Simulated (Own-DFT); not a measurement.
Simulation results for GaN (wurtzite, atoms displaced)

Computed with Own-DFT development build. A calculation, not a measurement: plane-wave PBE density functional theory by an unreviewed code, no spin, of a simulated periodic cell, stress positive in tension, free energy of the whole cell less one offset for each atom, forces on such cells passed a denser k mesh, this cell's mesh not checked; offsets are fitted by least squares, one for each functional and potential file, so energies compare only between cells with the same atoms and settings and are not formation energies; the far tail of each file's local potential was reset to the Coulomb form; each entry is a single point on an unrelaxed cell, so the pressure reflects the starting lattice, mostly measured values (interpolated for alloys), from which strain is counted, and rises with the displacements; printed positions are rounded, which can move forces by about a meV/angstrom; the program, named Own-DFT, is a retired in-house code; no spin-orbit coupling.

Settings shared by all entries: functional PBE; potential files PseudoDojo norm-conserving, scalar-relativistic, standard set; wave cutoff 42 hartree; occupations Fermi-Dirac; smearing width 0.1 eV; hardware one NVIDIA H200; k mesh 3 x 4 x 3 centred on Gamma.

(1) 
```xyz
96
Lattice="12.7560 0.0000 0.0000 -4.7835 8.2853 0.0000 0.0000 0.0000 10.3700" Properties=species:S:1:pos:R:3:force_x:R:1:force_y:R:1:force_z:R:1 formula=GaN free_energy_of_cell_above_offsets=24.602 pressure=7.48 stress_xx=-7.17 stress_yy=-5.71 stress_zz=-9.56 stress_yz=0.52 stress_xz=-0.53 stress_xy=-0.37 wall_time=1172
Ga    -0.0397     1.8225    10.3497      1.687      1.317      0.877
Ga     1.6088     0.9404     2.5444     -0.527     -0.778      0.532
N      0.0147     1.8167     1.9496      -0.93     -0.307     -0.328
N      1.5679     0.9600     4.4753      0.452      0.147      1.101
Ga    -0.0575     1.8778     5.1433      1.712     -0.412      0.786
Ga     1.5580     0.9547     7.8500     -0.133      -0.25     -3.261
N     -0.0013     1.9741     7.1284     -0.239     -1.739       0.17
N      1.5880     0.9337     9.6511      0.263      0.233      2.514
Ga    -1.6370     4.5665    10.3495     -0.474      0.218      0.022
Ga     0.0517     3.6652     2.5411     -0.831     -0.372      0.952
N     -1.5181     4.5241     1.8751     -1.815      0.912      1.407
N      0.0039     3.6691     4.5832      0.115       0.94     -0.886
Ga    -1.6054     4.5634     5.2088      2.752      2.093      1.084
Ga    -0.0290     3.7556     7.8225       1.32     -0.936      0.238
N     -1.5217     4.6102     7.2175     -2.389      0.285     -1.226
N     -0.0378     3.7209     9.7686      0.264     -1.036     -0.519
Ga    -3.2118     7.3828    10.3227      0.088     -0.735      0.406
Ga    -1.6419     6.5086     2.6197      0.552     -1.321     -0.778
N     -3.1956     7.3533     1.9709       -1.1      0.139     -1.029
N     -1.6041     6.3881     4.5015      0.288      0.762      1.354
Ga    -3.1785     7.4505     5.1911      0.305     -0.408      -0.46
Ga    -1.5323     6.4467     7.7988      -1.87     -0.011     -0.393
N     -3.2298     7.3541     7.0975      0.765      0.461      0.941
N     -1.5943     6.4049     9.7155     -0.338      0.623      0.315
Ga     3.2476     1.8601    10.2690     -1.493      0.279      1.787
Ga     4.8599     0.9952     2.5341      -3.31     -1.411      1.953
N      3.1270     1.8487     1.9938      1.783      0.422     -1.734
N      4.8242     0.9787     4.5650     -0.128     -0.658     -0.098
Ga     3.1705     1.8326     5.2831      0.117     -0.476     -2.608
Ga     4.7345     0.9488     7.8488      0.508     -0.343      -1.39
N      3.1814     1.9216     7.1002     -0.134     -1.817      2.291
N      4.8046     0.9417     9.7458     -0.246     -0.763      0.076
Ga     1.5386     4.5951    10.3213      0.892     -0.334      1.421
Ga     3.1314     3.6531     2.7022       0.97      0.276      -1.26
N      1.5939     4.5775     2.0054      0.612      1.163     -0.694
N      3.2586     3.6052     4.5683     -0.998      1.494       0.93
Ga     1.5555     4.6363     5.2793      0.745     -0.744     -1.297
Ga     3.1732     3.6689     7.7917     -0.603      0.227     -0.963
N      1.6229     4.5815     7.1584     -0.803      0.905      0.658
N      3.1854     3.7069     9.6347     -0.539     -0.316      2.032
Ga    -0.0447     7.3478     0.0049      0.529     -0.126      0.423
Ga     1.5145     6.4601     2.7258     -0.014     -0.406     -2.286
N     -0.0655     7.4109     1.9567      0.877      -0.18      0.186
N      1.5993     6.5023     4.5863      0.088       -0.7      0.664
Ga    -0.0073     7.3771     5.2283     -0.552      0.649     -1.268
Ga     1.5565     6.4493     7.8182      0.263     -0.092       0.09
N     -0.0411     7.3611     7.1133      0.817      0.683      1.081
N      1.5833     6.3948     9.8039      0.165      1.404     -0.827
Ga     6.3437     1.8958     0.0441      0.334     -0.734     -1.593
Ga     8.0236     0.9236     2.5536     -1.747      -0.44       0.45
N      6.3048     1.8027     1.8889      3.308      1.717      0.922
N      8.0237     0.9663     4.4912      0.082     -0.291      1.056
Ga     6.4232     1.8702     5.2527     -0.532     -1.331      0.034
Ga     8.0538     0.9413     7.7682      -1.21     -1.345      0.256
N      6.4129     1.7585     7.2256     -0.322      1.126     -0.642
N      7.8608     0.8693     9.6978      1.375      1.025      0.706
Ga     4.7569     4.5418    10.3517     -0.534      1.849      1.048
Ga     6.4182     3.6966     2.6109     -0.757     -0.565      0.313
N      4.8656     4.5962     1.9875      -1.44      0.396     -0.398
N      6.3933     3.6454     4.6052      0.739      0.769     -0.991
Ga     4.8119     4.6024     5.1633     -0.674     -0.876       0.69
Ga     6.3263     3.6926     7.8091      0.212     -0.402     -0.375
N      4.6861     4.5319     7.1614      1.868      1.239     -0.785
N      6.2857     3.6856     9.7496      1.675     -0.236     -0.144
Ga     3.2250     7.4073     0.0773     -0.602      -1.29      -2.18
Ga     4.7470     6.5321     2.5406       0.57     -2.208      0.316
N      3.1735     7.3346     1.9116     -0.664      0.744       1.93
N      4.7890     6.3754     4.5056      0.144      1.148      -0.35
Ga     3.2454     7.3429     5.1314     -0.458       0.72      0.728
Ga     4.6571     6.4274     7.7744      2.153     -0.701      0.336
N      3.1721     7.2912     7.1246     -0.718      1.687     -0.629
N      4.8316     6.4965     9.7026     -0.672     -0.451      0.883
Ga     9.5522     1.7956    10.3579     -0.542      0.556       0.29
Ga    11.1165     0.8630     2.5979      1.402      1.083      0.473
N      9.5520     1.8403     2.0600      0.442      0.538     -1.688
N     11.2580     0.8466     4.5725     -2.287      1.225     -0.735
Ga     9.5685     1.9330     5.2841      0.558     -1.723     -1.962
Ga    11.1869     0.8968     7.7565      0.908     -0.214      0.117
N      9.6110     1.8614     7.1601     -0.086     -1.137     -0.019
N     11.1941     1.0273     9.7525     -1.558     -2.115     -0.777
Ga     7.9649     4.4718     0.1452     -0.411      1.492     -4.121
Ga     9.5280     3.6992     2.6799      1.584      0.456     -0.955
N      7.9578     4.6602     1.9136       0.48     -0.816      3.163
N      9.7137     3.7154     4.6183     -3.665     -1.172     -1.068
Ga     7.9755     4.5870     5.1992      0.356      1.152     -0.116
Ga     9.5283     3.6139     7.7435      0.524      2.345      0.765
N      7.9468     4.5830     7.1297       0.01       -0.7     -0.055
N      9.4786     3.6531     9.6755      0.523     -0.492      0.852
Ga     6.4116     7.3691     0.0820      0.329     -0.219     -3.183
Ga     7.8737     6.4709     2.6149      2.424      -0.03      0.628
N      6.4083     7.3384     1.9101     -1.439      0.878      1.261
N      8.0232     6.5128     4.5540     -1.205     -1.446     -0.222
Ga     6.3242     7.3807     5.1723       0.97     -1.146      0.424
Ga     7.9390     6.4044     7.7419      0.547      0.327     -0.134
N      6.3742     7.2919     7.0999     -1.147      0.895      0.418
N      7.9795     6.4297     9.6313     -0.308     -0.247      2.078
```

Units: free_energy_of_cell_above_offsets in eV; pressure, stress_xx, stress_yy, stress_zz, stress_yz, stress_xz, stress_xy in GPa; wall_time in s; force_x, force_y, force_z in eV/Å.

(2) 
```xyz
96
Lattice="12.7560 0.0000 0.0000 -4.7835 8.2853 0.0000 0.0000 0.0000 10.3700" Properties=species:S:1:pos:R:3:force_x:R:1:force_y:R:1:force_z:R:1 formula=GaN free_energy_of_cell_above_offsets=24.208 pressure=7.3 stress_xx=-7.97 stress_yy=-6.13 stress_zz=-7.81 stress_yz=-0.33 stress_xz=-0.43 stress_xy=-0.91 wall_time=1164
Ga     0.0103     1.9004    10.2975      0.198     -0.729      0.675
Ga     1.6168     0.9407     2.6010       0.07     -0.649     -0.426
N      0.0076     1.8465     1.9435      0.189     -0.398     -0.473
N      1.5446     0.9449     4.5422      1.472     -0.912      -0.16
Ga     0.0237     1.8483     5.1513     -0.404      0.622      0.836
Ga     1.5828     0.8669     7.8183       0.37      0.417     -0.925
N     -0.0012     1.8079     7.1714      0.071      0.205     -1.063
N      1.6552     0.8823     9.7152     -1.532      0.929      0.283
Ga    -1.5921     4.6033    10.3090      0.737      1.346      0.625
Ga     0.0441     3.6429     2.5848     -0.704      0.799     -0.524
N     -1.5762     4.6305     1.9392      0.393     -0.652     -0.352
N      0.0223     3.7698     4.4802      0.494     -1.605      0.788
Ga    -1.5503     4.4924     5.1606     -1.606      1.489      0.705
Ga    -0.0191     3.6282     7.7179      -0.32      1.033     -0.046
N     -1.6450     4.6487     7.1602      0.748     -1.089     -0.669
N     -0.0468     3.6962     9.6290      0.998      0.094      0.998
Ga    -3.2290     7.4307     0.0628      0.239     -1.516     -1.811
Ga    -1.6412     6.4377     2.5423      0.617      0.481      0.825
N     -3.2343     7.3181     1.8877      0.029      0.787      2.533
N     -1.5619     6.4393     4.5881     -0.041     -0.159      -0.91
Ga    -3.1375     7.3230     5.1841     -1.094      0.186       -0.1
Ga    -1.5308     6.4900     7.7314     -1.793     -0.804       1.66
N     -3.2663     7.3250     7.1381      3.143      1.481     -0.969
N     -1.6202     6.4702     9.7903      0.902      0.421     -0.683
Ga     3.1300     1.8009     0.0049       1.34      1.161     -0.451
Ga     4.8706     0.9341     2.5900     -1.037      0.397      0.911
N      3.2933     1.7998     1.9337     -1.317      0.265      0.348
N      4.8159     1.0658     4.6203     -0.395     -2.904     -1.674
Ga     3.2054     1.7669     5.2256      -1.02      1.563      0.015
Ga     4.7488     0.9334     7.7840      -0.32      0.098     -0.107
N      3.1542     1.8665     7.1386     -0.087     -0.386      0.626
N      4.7287     0.8523     9.7262      0.325      1.068     -0.196
Ga     1.5619     4.5707     0.0361      0.398      0.098      -1.17
Ga     3.1376     3.6589     2.5343      1.102     -0.082      1.317
N      1.5981     4.5811     1.9385      -0.42      0.946      0.562
N      3.2170     3.6665     4.6539     -0.028     -0.074     -1.736
Ga     1.6353     4.5695     5.1786     -0.184      0.297     -0.524
Ga     3.1013     3.8141     7.7342      2.134     -2.262      0.816
N      1.5900     4.5563     7.0872     -1.948      1.403     -0.014
N      3.2078     3.6900     9.6655     -0.366     -0.064      1.075
Ga     0.0734     7.4016     0.0868     -1.185     -1.279     -1.017
Ga     1.6086     6.5882     2.6694     -0.194     -2.063     -0.582
N      0.0187     7.4118     2.0035     -0.224     -0.509      0.218
N      1.5747     6.4376     4.5820       0.09      0.672       0.18
Ga    -0.0335     7.4160     5.2765      0.386     -0.085     -2.521
Ga     1.6323     6.4173     7.7079     -0.656      0.056       1.14
N     -0.0144     7.3647     7.0987      1.212      0.539      1.613
N      1.5924     6.4240     9.7549     -0.009     -0.227     -0.675
Ga     6.2866     1.8521    10.2715      0.781     -0.772      0.769
Ga     7.8730     0.9160     2.6771      2.101     -0.192     -0.915
N      6.4129     1.8073     1.9225     -0.251      1.157     -0.267
N      8.0757     0.8939     4.6331     -4.429     -1.548     -1.973
Ga     6.3814     1.8389     5.1450      1.019      0.114      1.165
Ga     7.9797     0.9300     7.7833     -0.617     -0.614     -0.401
N      6.3303     1.8450     7.0934       0.63     -1.507       0.28
N      7.9201     0.8767     9.6786      0.374      0.469      0.979
Ga     4.8203     4.6547     0.0326     -1.221     -1.054     -0.679
Ga     6.4595     3.6921     2.5976     -2.018     -0.408      -0.11
N      4.7208     4.6146     1.9345      1.182     -0.002      0.735
N      6.3503     3.6023     4.5353      0.152      1.587      -0.43
Ga     4.7919     4.6866     5.2009     -0.089     -0.909      -0.32
Ga     6.3917     3.5751     7.7175     -0.246      2.902      0.442
N      4.7401     4.6303     7.1427      0.899      -0.18     -0.119
N      6.3338     3.6800     9.7380      0.716     -0.106     -0.345
Ga     3.1820     7.2814     0.0368      0.069      0.929     -1.096
Ga     4.7571     6.4998     2.5918      0.592     -1.147     -0.595
N      3.2169     7.3546     1.9366     -0.922       0.77      0.666
N      4.8206     6.4990     4.4563     -0.514     -0.262      1.691
Ga     3.1684     7.3533     5.1763      0.691     -0.711      0.725
Ga     4.8186     6.4584     7.7751      0.953     -0.319     -0.347
N      3.2386     7.3146     7.1752      -0.67      0.964     -0.956
N      4.8069     6.4318     9.6947     -1.032      0.098      0.313
Ga     9.5340     1.8746     0.0228       0.32     -0.681     -0.193
Ga    11.2079     0.8526     2.6350      -0.61      0.802     -0.947
N      9.5148     1.7703     1.9794      0.396      0.957      0.175
N     11.2354     0.9158     4.5450     -1.208      0.162      0.362
Ga     9.4688     1.7508     5.1809      4.385      2.993      0.096
Ga    11.1177     1.0072     7.7674      0.271     -1.364      0.106
N      9.5120     1.8546     7.0744      0.363      -0.17      0.906
N     11.2058     0.9845     9.7202      -1.37      -0.95      0.094
Ga     7.9303     4.5304     0.0799      0.806      1.575     -1.699
Ga     9.5907     3.7489     2.5207      0.115     -1.512       1.19
N      7.9663     4.7040     2.0225      0.213     -3.419     -1.709
N      9.5016     3.7075     4.5542      1.442     -1.282     -0.932
Ga     7.9386     4.5801     5.0814     -0.144      0.226      1.855
Ga     9.5330     3.6461     7.7927     -0.368      1.585     -0.862
N      7.9367     4.6594     7.1077      0.031     -1.126      -0.02
N      9.6355     3.7620     9.7127      -2.36     -1.612      0.574
Ga     6.3186     7.2659    10.3628      2.014      1.904     -0.037
Ga     7.9255     6.3692     2.6112      0.399      3.583      0.296
N      6.3719     7.3317     1.9577      0.008      0.061     -0.404
N      7.9621     6.4054     4.5123      0.453       0.58      0.349
Ga     6.4185     7.3536     5.1806      0.025      0.262     -0.073
Ga     8.0101     6.5254     7.7322      -1.61     -2.312      1.367
N      6.4490     7.3601     7.0968     -1.658      1.044      0.396
N      7.9995     6.4932     9.6831     -0.829     -0.971      0.926
```

Units: free_energy_of_cell_above_offsets in eV; pressure, stress_xx, stress_yy, stress_zz, stress_yz, stress_xz, stress_xy in GPa; wall_time in s; force_x, force_y, force_z in eV/Å.
